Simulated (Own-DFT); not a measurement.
# Computed records: Hf₃₂O₆₃ (monoclinic hafnia with one vacancy, atoms displaced)

All values are calculated (Own-DFT development build). A calculation, not a measurement: plane-wave density functional theory by an unreviewed code, no spin, of a simulated periodic cell, stress positive in tension, run twice, with PBE and with PBEsol, both on files made for PBE, so the change isn't that of files made for PBEsol, defect cell not probed for a lower state with spin; hafnium file: forces about 75 meV/angstrom off all-electron values; oxygen file: force components 24 meV/angstrom off all-electron in one glass; forces on such cells passed a denser k mesh, this cell's mesh not checked; the far tail of each file's local potential was reset to the Coulomb form; each entry is a single point on an unrelaxed cell, so the pressure reflects the starting lattice, mostly measured values (interpolated for alloys), from which strain is counted, and rises with the displacements; printed positions are rounded, which can move forces by about a meV/angstrom; the program, named Own-DFT, is a retired in-house code; no spin-orbit coupling; stress was not checked against mesh or cutoff.

```cif
# cell vector a (Å): 10.2340 0.0000 0.0000
# cell vector b (Å): 0.0000 10.3500 0.0000
# cell vector c (Å): -1.6955 0.0000 10.4453
data_Hf32O63
_symmetry_space_group_name_H-M 'P 1'
_symmetry_Int_Tables_number 1
_cell_length_a 10.2340
_cell_length_b 10.3500
_cell_length_c 10.5820
_cell_angle_alpha 90.000
_cell_angle_beta 99.220
_cell_angle_gamma 90.000
_cell_volume 1106.39
loop_
_atom_site_label
_atom_site_type_symbol
_atom_site_fract_x
_atom_site_fract_y
_atom_site_fract_z
_atom_site_occupancy
Hf1 Hf 0.13347 0.01887 0.10450 1
Hf2 Hf 0.36547 0.27501 0.14423 1
Hf3 Hf 0.36181 0.48490 0.39403 1
Hf4 Hf 0.13884 0.23258 0.35332 1
O1 O 0.03738 0.16697 0.17348 1
O2 O 0.46563 0.42037 0.07903 1
O3 O 0.46304 0.33554 0.32595 1
O4 O 0.03649 0.07935 0.42540 1
O5 O 0.22772 0.37827 0.23740 1
O6 O 0.27767 0.13074 0.01102 1
O7 O 0.27687 0.11757 0.26248 1
O8 O 0.22578 0.37106 0.48459 1
Hf5 Hf 0.13971 0.01797 0.60132 1
Hf6 Hf 0.35973 0.26695 0.64541 1
Hf7 Hf 0.36234 0.48096 0.89866 1
Hf8 Hf 0.14070 0.22899 0.85406 1
O9 O 0.03614 0.16207 0.67312 1
O10 O 0.46619 0.41263 0.57744 1
O11 O 0.46184 0.33773 0.83239 1
O12 O 0.03521 0.08508 0.92329 1
O13 O 0.22564 0.37957 0.74204 1
O14 O 0.27479 0.12619 0.50951 1
O15 O 0.27786 0.12241 0.76004 1
O16 O 0.22307 0.36971 0.99160 1
Hf9 Hf 0.13549 0.52016 0.10509 1
Hf10 Hf 0.36107 0.76736 0.14863 1
Hf11 Hf 0.36022 0.97900 0.39780 1
Hf12 Hf 0.13792 0.72909 0.35545 1
O17 O 0.03426 0.66474 0.17531 1
O18 O 0.45981 0.91685 0.07946 1
O19 O 0.46564 0.83589 0.33108 1
O20 O 0.03894 0.58444 0.42168 1
O21 O 0.22308 0.87951 0.23678 1
O22 O 0.28090 0.62584 0.00763 1
O23 O 0.27564 0.62010 0.25856 1
O24 O 0.22180 0.87310 0.48706 1
Hf13 Hf 0.13314 0.51625 0.60124 1
Hf14 Hf 0.36530 0.76968 0.64793 1
Hf15 Hf 0.36396 0.97644 0.89716 1
Hf16 Hf 0.13878 0.72685 0.85544 1
O25 O 0.03967 0.66297 0.67528 1
O26 O 0.46288 0.91473 0.57433 1
O27 O 0.46473 0.83488 0.82871 1
O28 O 0.03134 0.58451 0.92435 1
O29 O 0.22686 0.88334 0.73625 1
O30 O 0.27544 0.62561 0.51591 1
O31 O 0.27287 0.61735 0.75783 1
O32 O 0.22267 0.87380 0.99131 1
Hf17 Hf 0.63797 0.01784 0.10362 1
Hf18 Hf 0.85842 0.27050 0.14284 1
Hf19 Hf 0.85617 0.47953 0.39321 1
Hf20 Hf 0.63540 0.22956 0.34921 1
O33 O 0.53688 0.16416 0.17205 1
O34 O 0.96290 0.41787 0.07561 1
O35 O 0.96196 0.33098 0.32584 1
O36 O 0.53549 0.08222 0.42551 1
O37 O 0.72183 0.37890 0.23906 1
O38 O 0.77799 0.12998 0.01686 1
O39 O 0.77482 0.12001 0.25506 1
O40 O 0.72721 0.37038 0.49348 1
Hf21 Hf 0.63692 0.01593 0.60547 1
Hf22 Hf 0.85628 0.27044 0.64547 1
Hf23 Hf 0.86861 0.47810 0.89676 1
Hf24 Hf 0.63587 0.23245 0.85078 1
O41 O 0.53651 0.16372 0.67383 1
O42 O 0.96346 0.41906 0.57722 1
O43 O 0.96457 0.33323 0.82419 1
O44 O 0.53766 0.08243 0.92593 1
O45 O 0.72048 0.37882 0.73962 1
O46 O 0.77644 0.12863 0.50852 1
O47 O 0.77592 0.12461 0.75476 1
O48 O 0.72570 0.36722 0.99040 1
Hf25 Hf 0.62838 0.51743 0.10510 1
Hf26 Hf 0.86316 0.76843 0.15113 1
Hf27 Hf 0.86278 0.97877 0.39471 1
Hf28 Hf 0.63869 0.73113 0.35145 1
O49 O 0.53519 0.66828 0.17436 1
O50 O 0.96402 0.83223 0.32953 1
O51 O 0.53316 0.58722 0.41953 1
O52 O 0.72553 0.88311 0.24045 1
O53 O 0.77631 0.62470 0.00165 1
O54 O 0.77305 0.62207 0.25884 1
O55 O 0.72128 0.87096 0.49255 1
Hf29 Hf 0.63846 0.52100 0.60687 1
Hf30 Hf 0.86124 0.77148 0.65204 1
Hf31 Hf 0.86365 0.97891 0.89546 1
Hf32 Hf 0.63336 0.72751 0.85563 1
O56 O 0.53655 0.66622 0.67335 1
O57 O 0.96183 0.92071 0.57683 1
O58 O 0.96261 0.83900 0.82406 1
O59 O 0.53286 0.58543 0.92154 1
O60 O 0.72713 0.87643 0.74114 1
O61 O 0.78236 0.62482 0.51289 1
O62 O 0.77477 0.62114 0.75844 1
O63 O 0.72403 0.87234 0.99391 1
_calc_functional 'PBE, then PBEsol'
_calc_potential_files 'PseudoDojo norm-conserving, scalar-relativistic, standard set'
_calc_wave_cutoff 72  # hartree
_calc_occupations 'Fermi-Dirac'
_calc_smearing_width 0.1  # eV
_calc_k_mesh '2 x 2 x 2 centred on Gamma'
_calc_PBE_pressure 3.85  # GPa
_calc_PBE_stress_xx -3.93  # GPa
_calc_PBE_stress_yy -3.73  # GPa
_calc_PBE_stress_zz -3.87  # GPa
_calc_PBE_stress_yz -0.39  # GPa
_calc_PBE_stress_xz -0.09  # GPa
_calc_PBE_stress_xy 0.23  # GPa
_calc_PBEsol_pressure -2.53  # GPa
_calc_PBEsol_stress_xx 2.47  # GPa
_calc_PBEsol_stress_yy 2.61  # GPa
_calc_PBEsol_stress_zz 2.53  # GPa
_calc_PBEsol_stress_yz -0.33  # GPa
_calc_PBEsol_stress_xz 0.24  # GPa
_calc_PBEsol_stress_xy 0.17  # GPa
_calc_rms_change_of_force_components_from_PBE_to_PBEsol 0.043  # eV/angstrom
```

Force:
```csv
force element,PBE force x (eV/Å),PBE force y (eV/Å),PBE force z (eV/Å),PBEsol force x (eV/Å),PBEsol force y (eV/Å),PBEsol force z (eV/Å)
Hf,0.7,0.53,-0.093,0.87,0.668,-0.088
Hf,-1.073,-1.805,0.275,-1.06,-1.708,0.296
Hf,0.086,-0.995,0.885,0.079,-1.016,0.884
Hf,-0.299,-1.161,-0.122,-0.283,-1.175,-0.142
O,-0.411,0.052,-0.307,-0.379,0.058,-0.258
O,-0.728,-0.492,0.024,-0.709,-0.462,-0.024
O,0.493,-0.011,-0.007,0.475,-0.026,-0.071
O,0.153,0.745,-1.068,0.154,0.699,-0.988
O,-0.506,0.355,-0.007,-0.43,0.346,-0.009
O,-0.185,-0.129,-0.004,-0.252,-0.129,-0.002
O,-0.068,0.669,-0.17,-0.137,0.649,-0.157
O,-0.153,-0.018,0.446,-0.092,-0.017,0.425
Hf,-0.931,0.676,0.565,-0.909,0.707,0.523
Hf,0.255,0.463,0.02,0.24,0.485,0.046
Hf,-1.014,-0.075,-1.533,-0.997,-0.111,-1.478
Hf,-0.195,-0.399,-0.423,-0.174,-0.433,-0.441
O,-0.298,0.638,0.061,-0.274,0.631,0.108
O,0.135,0.334,-0.048,0.124,0.345,-0.085
O,0.988,-1.036,-0.41,0.961,-1.021,-0.442
O,-0.487,-0.58,0.35,-0.476,-0.597,0.39
O,-0.176,-0.3,-0.456,-0.109,-0.305,-0.441
O,0.28,0.594,0.257,0.212,0.568,0.253
O,0.227,-0.099,0.242,0.159,-0.082,0.233
O,0.167,0.573,-0.003,0.231,0.565,0.003
Hf,0.277,-0.507,-0.185,0.27,-0.467,-0.209
Hf,-0.157,1.298,-0.286,-0.151,1.315,-0.256
Hf,0.196,0.51,-0.853,0.187,0.457,-0.807
Hf,0.226,0.292,0.351,0.214,0.231,0.327
O,-0.118,0.259,-0.26,-0.121,0.271,-0.201
O,0.474,-0.265,0.088,0.457,-0.247,0.027
O,0.117,-0.629,-0.626,0.106,-0.63,-0.658
O,-0.898,-0.502,-0.374,-0.856,-0.49,-0.316
O,-0.22,-0.644,0.301,-0.152,-0.625,0.286
O,-0.816,0.563,0.637,-0.851,0.54,0.621
O,-0.147,0.28,0.078,-0.199,0.278,0.078
O,0.09,-0.789,0.019,0.146,-0.751,0.013
Hf,0.703,0.274,0.658,0.684,0.327,0.624
Hf,-0.967,-0.13,-0.549,-0.943,-0.082,-0.512
Hf,-0.688,1.282,0.251,-0.667,1.208,0.273
Hf,0.007,0.435,-0.569,0.013,0.359,-0.588
O,-0.963,0.849,0.231,-0.925,0.833,0.284
O,0.097,-0.24,0.848,0.088,-0.218,0.781
O,0.304,-0.494,-0.174,0.287,-0.501,-0.217
O,1.224,0.722,0.124,1.2,0.677,0.167
O,-0.001,-1.026,0.727,0.069,-0.999,0.705
O,0.539,0.563,-0.778,0.469,0.542,-0.765
O,0.399,0.554,0.804,0.323,0.545,0.796
O,-0.097,-0.825,-0.566,-0.025,-0.79,-0.548
Hf,0.272,0.475,0.04,0.282,0.522,0.02
Hf,0.412,-0.441,0.515,0.373,-0.396,0.518
Hf,0.927,-0.213,0.812,0.883,-0.25,0.833
Hf,0.128,-0.897,1.143,0.125,-0.923,1.079
O,-0.676,0.744,0.051,-0.648,0.748,0.104
O,0.53,-0.062,0.496,0.516,-0.035,0.423
O,0.007,0.451,0.281,0.003,0.425,0.221
O,0.038,0.381,-0.328,0.043,0.347,-0.27
O,-0.223,0.207,0.007,-0.159,0.195,0.005
O,0.001,-0.557,-1.294,-0.063,-0.534,-1.245
O,-0.025,0.29,0.737,-0.094,0.292,0.706
O,-0.504,0.119,-0.819,-0.416,0.127,-0.791
Hf,0.592,0.756,-0.652,0.584,0.785,-0.677
Hf,1.22,-0.613,-0.288,1.166,-0.564,-0.259
Hf,-1.74,-0.057,-0.517,-1.696,-0.089,-0.461
Hf,-0.002,-0.591,0.695,0.003,-0.611,0.651
O,-0.816,0.403,0.046,-0.788,0.413,0.094
O,-0.314,-0.511,-0.217,-0.308,-0.471,-0.263
O,0.264,-0.055,0.222,0.244,-0.065,0.173
O,-0.128,0.136,-0.604,-0.123,0.108,-0.535
O,0.045,0.156,0.07,0.103,0.139,0.054
O,-0.229,-0.037,-0.173,-0.281,-0.04,-0.159
O,-0.199,-0.514,0.976,-0.249,-0.49,0.944
O,-0.396,0.501,-0.084,-0.32,0.482,-0.076
Hf,2.743,1.068,-0.479,2.666,1.082,-0.488
Hf,-0.18,0.36,-1.396,-0.277,0.252,-1.231
Hf,-0.309,1.023,0.739,-0.298,0.964,0.755
Hf,-0.19,0.38,1.165,-0.196,0.322,1.108
O,-0.086,-0.158,-0.386,-0.084,-0.148,-0.324
O,0.306,-0.469,-0.507,0.289,-0.49,-0.55
O,0.335,-0.142,0.422,0.324,-0.15,0.448
O,-0.071,-0.989,0.231,-0.004,-0.977,0.223
O,-0.472,0.667,1.321,-0.514,0.652,1.278
O,0.15,-0.178,-0.018,0.091,-0.149,-0.017
O,0.201,-0.445,-0.352,0.248,-0.42,-0.342
Hf,0.192,-0.335,-0.626,0.202,-0.293,-0.623
Hf,0.619,-0.263,-1.396,0.581,-0.207,-1.329
Hf,-0.395,0.692,0.48,-0.427,0.674,0.332
Hf,1.752,0.143,0.211,1.713,0.079,0.172
O,-0.346,0.209,0.073,-0.333,0.221,0.13
O,-0.14,-0.884,0.268,-0.14,-0.841,0.204
O,1.232,-0.776,0.626,1.166,-0.76,0.555
O,-0.277,-0.35,0.431,-0.269,-0.356,0.47
O,-0.896,0.317,0.202,-0.8,0.303,0.189
O,-0.554,0.373,-0.404,-0.597,0.343,-0.392
O,0.056,-0.116,0.184,-0.008,-0.101,0.17
O,0.602,-0.556,-0.273,0.641,-0.533,-0.266
```
